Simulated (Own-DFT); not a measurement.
Simulation results for Al16O23 (corundum with two vacancies, atoms displaced)

Computed with Own-DFT development build. A calculation, not a measurement: plane-wave PBE density functional theory by an unreviewed code, no spin, of a simulated periodic cell, stress positive in tension, free energy of the whole cell less one offset for each atom, some atoms lie very close together, defect cell not probed for a lower state with spin; oxygen file: force components 24 meV/angstrom off all-electron in one glass; forces on such cells passed a denser k mesh, this cell's mesh not checked; offsets are fitted by least squares, one for each functional and potential file, so energies compare only between cells with the same atoms and settings and are not formation energies; the far tail of each file's local potential was reset to the Coulomb form; each entry is a single point on an unrelaxed cell, so the pressure reflects the starting lattice, mostly measured values, from which strain is counted, and rises with the displacements; printed positions are rounded, which can move forces by about a meV/angstrom; the program is a retired in-house code; no spin-orbit coupling; before rounding, a Quantum ESPRESSO 7.3.1 run of the same cell and cutoff gave forces within 1 meV/angstrom rms on each cell, which checks the program and not the settings.

Common to all runs: functional PBE; potential files PseudoDojo norm-conserving, scalar-relativistic, standard set; wave cutoff 72 hartree; occupations Fermi-Dirac; smearing width 0.1 eV; k mesh 3 x 3 x 3 centred on Gamma.

(1) 
```xyz
78
Lattice="5.4940 0.0000 8.6604 -2.7470 4.7579 8.6604 -2.7470 -4.7579 8.6604" Properties=species:S:1:pos:R:3:force_x:R:1:force_y:R:1:force_z:R:1 formula=Al16O23 free_energy_of_cell_above_offsets=-39.708 pressure=14.61 stress_xx=-14.41 stress_yy=-15.58 stress_zz=-13.82 stress_yz=0.26 stress_xz=0.37 stress_xy=-2.44
Al     0.0165     0.0789     4.6331     -3.264     -4.604     -0.501
Al     0.0188     0.1422     8.3430     -0.079     -0.262     -0.841
Al    -0.0466     0.1107    11.1224      0.501     -6.914     -3.973
Al     0.0008     0.1440     2.0400      0.126     -3.731     -2.385
O      1.4929    -0.7966     7.6779         -1      1.081     -0.606
O     -1.3508    -0.8523     7.4612       0.71      -1.57      2.322
O      0.0720    -1.7547     5.3212     -0.892      1.568      1.567
O     -1.4218     0.7858     5.5072     -0.706     -0.961     -1.309
O      1.3527     0.8565     5.2816      2.899     -0.234       3.33
Al    -1.3415    -2.3619     8.9692      0.969     -0.328     -1.262
Al    -1.4504    -2.5654    12.8242     -0.335      5.195       0.31
Al    -1.3347    -2.2925    15.3768     -2.055     -0.847      2.196
Al    -1.4706    -2.4795     6.1592      2.295      4.065      2.571
O     -1.4388    -0.6040    11.9513      -1.76     -1.247     -0.258
O     -0.0639    -3.0817    11.9768      3.861     -0.967     -1.853
O     -2.7821    -3.2864    11.9910      0.412      0.159     -0.818
O     -1.2283    -4.1799     9.7991      -0.55       3.02     -0.294
O     -2.9231    -1.6898     9.7879      2.759      0.577     -0.145
O      0.0354    -1.4310     9.8723     -2.043     -0.298     -1.616
Al    -1.3308     2.3510     9.0243     -4.466      0.987     -2.799
Al    -1.5310     2.3732    12.6420      3.611      1.643      3.532
Al    -1.2917     2.3572    15.4058      -9.52     -4.315      6.478
Al    -1.2172     2.3643     6.3032      0.065      1.145      0.106
O     -1.5117     4.0150    11.9611      1.857      1.104     -0.283
O      0.2207     1.5007    11.7765      0.062      7.669      5.457
O     -2.7673     1.6773    11.9111     -3.762     -5.425     -2.639
O     -1.2482     0.7756     9.7429       0.08     -2.011      0.735
O     -2.8858     3.0925     9.8673      1.455      0.185     -2.261
O     -0.1223     3.2387     9.6392      5.083       1.82      3.225
Al    -2.7346    -0.0070    13.2486     -0.009     -0.947      0.306
Al    -2.6757     0.0584    17.1198     -1.842     -4.281       0.05
Al    -2.7697     0.0024    19.7622      -0.95     -1.206     -0.394
Al    -2.6778     0.0145    10.5679     -1.067      0.201      0.689
O     -2.8310     1.5150    16.3331     -0.504      4.395     -1.516
O     -1.3579    -0.7681    16.2758      2.173      0.704     -0.443
O     -4.0277    -1.0641    16.1879     -0.885        2.3      0.148
O     -4.2037     0.7706    14.1414     -1.095     -3.913     -2.739
O     -1.4151     0.9139    14.0427      1.541     -1.068      0.336
Al     2.6893    -0.0197     8.8125      1.436      0.316      1.296
Al     2.6827    -0.0201    12.7061       3.06      0.084      0.001
Al     2.7689     0.1009    15.4123      0.979     -1.387      1.115
Al     2.7302     0.0913     6.2740     -0.609     -2.017       0.69
O      2.7739     1.5878    11.8224     -1.849     -0.062      1.235
O      4.3649    -0.6485    11.8118     -3.471     -0.246      2.948
O      1.4311    -0.8453    11.8277     -1.205     -2.034      0.897
O      2.9836    -1.5301     9.8009     -2.933     -1.888     -0.338
O      1.2695     0.7480     9.6281      0.122      0.597      0.691
O      4.1524     0.9405     9.6973      0.151      -0.62      0.777
Al     1.2695    -2.4676    13.2539      0.601      3.516     -0.716
Al     1.4813    -2.5010    17.1573      -1.72      2.544     -1.546
Al     1.4738    -2.4314    19.7623     -2.897      2.181     -0.457
Al     1.3390    -2.3765    10.5451      1.339      0.904      0.263
O      1.3082    -0.7937    16.1937     -0.253       0.64      0.525
O      2.8380    -3.2111    16.2064      0.931       0.96      0.641
O      0.0965    -3.1848    16.2030     -1.276     -2.231     -0.698
O      1.4417    -3.9571    14.0521      0.488     -2.679       0.17
O     -0.2003    -1.7095    14.1146      1.403      0.436     -1.513
O      2.7560    -1.4754    14.1266     -1.889      0.312     -2.536
Al     1.3041     2.2915    13.4135     -0.524      1.551     -1.234
Al     1.3502     2.2971    17.1604      1.596       1.61     -1.177
Al     1.3221     2.4151    19.6385      2.406      1.358       1.57
Al     1.4347     2.3463    10.5782      0.094      0.303     -0.967
O      1.2040     3.9441    16.2429      0.865      1.564     -0.779
O      2.9645     1.6781    16.3259     -1.345     -0.935     -0.279
O     -0.0276     1.4454    16.2573      1.399     -1.708      1.777
O      1.5218     0.6809    14.1907       0.79      1.324     -2.643
O     -0.2975     2.9269    14.4503       10.9      6.367     -11.69
O      2.6712     3.2099    14.0649      0.526      1.599      0.271
Al    -0.0348     0.0334    17.6260      1.839     -2.041     -2.048
Al     0.0556     0.1757    21.2790     -0.582      -5.96      2.439
Al    -0.0627    -0.0194    23.9879      1.215     -2.516      1.256
Al     0.1386    -0.0805    14.8334     -3.574     -0.051      2.724
O     -0.0573     1.6020    20.5124      -2.21      4.011     -1.226
O      1.4262    -0.6853    20.5666      1.875     -0.215     -0.109
O     -1.4613    -0.9921    20.4170      1.123      0.997      2.829
O      0.1341    -1.5894    18.4095     -0.102     -0.909      0.188
O     -1.4348     0.6870    18.4056     -1.596      1.772      1.897
O      1.4103     0.9059    18.4447     -0.787     -0.134     -0.665
```

Units: free_energy_of_cell_above_offsets in eV; pressure, stress_xx, stress_yy, stress_zz, stress_yz, stress_xz, stress_xy in GPa; force_x, force_y, force_z in eV/Å.

(2) 
```xyz
78
Lattice="5.4940 0.0000 8.6604 -2.7470 4.7579 8.6604 -2.7470 -4.7579 8.6604" Properties=species:S:1:pos:R:3:force_x:R:1:force_y:R:1:force_z:R:1 formula=Al16O23 free_energy_of_cell_above_offsets=-38.791 pressure=15.04 stress_xx=-17.46 stress_yy=-14.2 stress_zz=-13.45 stress_yz=-0.22 stress_xz=1.46 stress_xy=3.22
Al    -0.0604     0.0531     4.4568      0.518     -1.866      3.069
Al     0.0346    -0.0180     8.3978     -1.724     -2.229      1.687
Al     0.0726     0.0274    11.1594     -0.735     -0.731     -0.992
Al    -0.0723    -0.0212     1.9498      0.377      1.341     -1.114
O      0.0123     1.5234     7.7027      -0.76      3.456     -1.847
O      1.4049    -0.7258     7.5165      1.521     -0.131      0.836
O     -1.3753    -0.9453     7.6364     -0.693      1.077      0.065
O      0.0563    -1.6009     5.3870      1.396      0.343     -0.989
O     -1.6034     0.6265     5.3685      2.684      2.361      1.671
O      1.3498     0.8836     5.4931      -0.32     -0.345     -1.454
Al    -1.4537    -2.3595     8.9628      1.729      0.332     -2.031
Al    -1.3749    -2.2957    12.7397      1.429     -1.192      0.756
Al    -1.3679    -2.5545    15.4156      0.673      1.772      -0.82
Al    -1.3240    -2.4034     6.2473     -1.497      0.237      -1.12
O     -1.6167    -0.6708    11.8813      2.504     -1.227      0.304
O      0.1857    -3.0720    11.9061     -1.292      0.101      0.419
O     -2.7861    -3.2750    12.0007     -0.432      0.225     -1.195
O     -1.2725    -3.8915     9.8140     -0.886      -2.85      0.751
O     -2.8914    -1.7760     9.7563      0.334      3.073      1.701
O     -0.0145    -1.4409     9.7931     -1.135     -0.879     -0.693
Al    -1.3791     2.4221     8.9704      0.953     -0.564     -1.633
Al    -1.3221     2.4246    12.7139      -1.53     -0.644      0.714
Al    -1.3432     2.4301    15.4889     -1.348      0.292     -1.353
Al    -1.3337     2.4189     6.0865     -2.664       -0.7      2.288
O     -1.4599     4.0742    11.9420     -1.031     -0.134     -1.078
O      0.2660     1.6300    12.0202     -2.376      0.234     -1.902
O     -2.8176     1.4547    11.9333      1.789      1.534     -0.842
O     -1.2759     0.7604     9.7488      0.387      0.303      0.364
O     -2.9941     3.1325     9.6689      4.189      2.275      3.643
Al    -2.5812    -0.0401    13.3184     -4.987      1.267     -1.255
Al    -2.5973    -0.1370    17.0547     -5.981      2.309      1.334
Al    -2.7885     0.0980    19.8178      1.377     -1.245     -1.148
Al    -2.6638     0.0071    10.5351     -1.994      0.516      0.732
O     -2.9564     1.7270    16.0749      2.764     -2.551      3.073
O     -1.3172    -0.6625    16.2036      3.343      -2.31      -1.98
O     -4.1468    -0.9140    16.1587      0.837     -0.066      0.991
O     -2.6192    -1.7058    14.0765      0.606      0.556     -0.159
O     -4.2584     0.7896    13.9672       0.91     -1.257      1.291
O     -1.3390     0.9074    13.9706     -0.055      2.095      0.943
Al     2.7442     0.0270     8.7996     -1.405     -0.809      3.904
Al     2.6737     0.1392    12.9388     -1.088     -3.479     -4.009
Al     2.7275     0.0523    15.4184     -0.375      -2.45       1.26
Al     2.8016     0.0496     6.3659      -0.74     -1.411     -5.037
O      2.6138     1.7014    11.9873      0.972      0.485     -1.674
O      4.0954    -0.7466    11.8815      1.699      2.024      0.445
O      1.3849    -0.9782    11.8296      0.584      0.658      2.731
O      2.7706    -1.5300     9.8692      1.329     -1.083     -2.195
O      1.2227     0.5176     9.7875      1.716      3.629     -0.331
O      4.1079     1.0410     9.6787     -0.368     -3.171      1.391
Al     1.4688    -2.3783    13.1670     -0.745      0.457      1.847
Al     1.3829    -2.3912    17.0515       0.33     -0.439     -0.554
Al     1.3009    -2.3803    19.7005      1.574      0.345      1.238
Al     1.3308    -2.4164    10.5386     -0.258      0.691      -0.01
O      1.1921    -0.7962    16.3476      1.277      1.761     -2.235
O      2.6824    -3.0449    16.1230      2.603     -1.912       1.93
O      0.0314    -3.4793    16.2363     -1.091      4.723      1.278
O      1.4926    -3.8457    14.1616     -1.398     -3.555      0.153
O     -0.1362    -1.6907    14.1115     -0.453          1     -0.367
O      2.7184    -1.6241    14.2708     -0.943      3.818     -2.605
Al     1.3664     2.4319    13.2384      0.425      0.134     -0.019
Al     1.3936     2.5707    17.2834     -3.107     -4.856     -4.496
Al     1.2672     2.4300    19.7620      1.464     -1.143      0.747
Al     1.4199     2.3759    10.4562     -1.542      0.226       0.93
O      1.1175     3.9992    16.2870      2.327      -0.21     -0.866
O      2.9195     1.6572    16.1740     -0.471      0.822      1.359
O      0.1416     1.4549    16.3090     -2.075      1.073     -0.495
O      1.3811     0.6913    14.0169      0.055       0.27      1.898
O     -0.1000     3.0559    14.0396     -0.472       1.29      1.295
O      2.6754     3.2606    14.0843      0.559      0.787      0.395
Al     0.0955    -0.0924    17.5320     -0.747      2.875      0.778
Al     0.2175     0.0306    21.0963     -14.65      5.979      7.289
Al    -0.0841     0.0061    24.0721      1.166      1.165     -2.211
Al    -0.1750     0.2405    14.9788      4.036      -4.57      -0.34
O     -0.0506     1.6368    20.5680     -2.262      1.295     -0.886
O      1.4504    -0.6002    20.7539      14.18     -10.44     -7.108
O      0.2963    -1.6214    18.3672     -3.856     -0.916      1.581
O     -1.6136     0.6823    18.3012      2.269        0.7      0.888
O      1.2979     0.9582    18.5144        0.6     -0.543      -0.93
```

Units: free_energy_of_cell_above_offsets in eV; pressure, stress_xx, stress_yy, stress_zz, stress_yz, stress_xz, stress_xy in GPa; force_x, force_y, force_z in eV/Å.
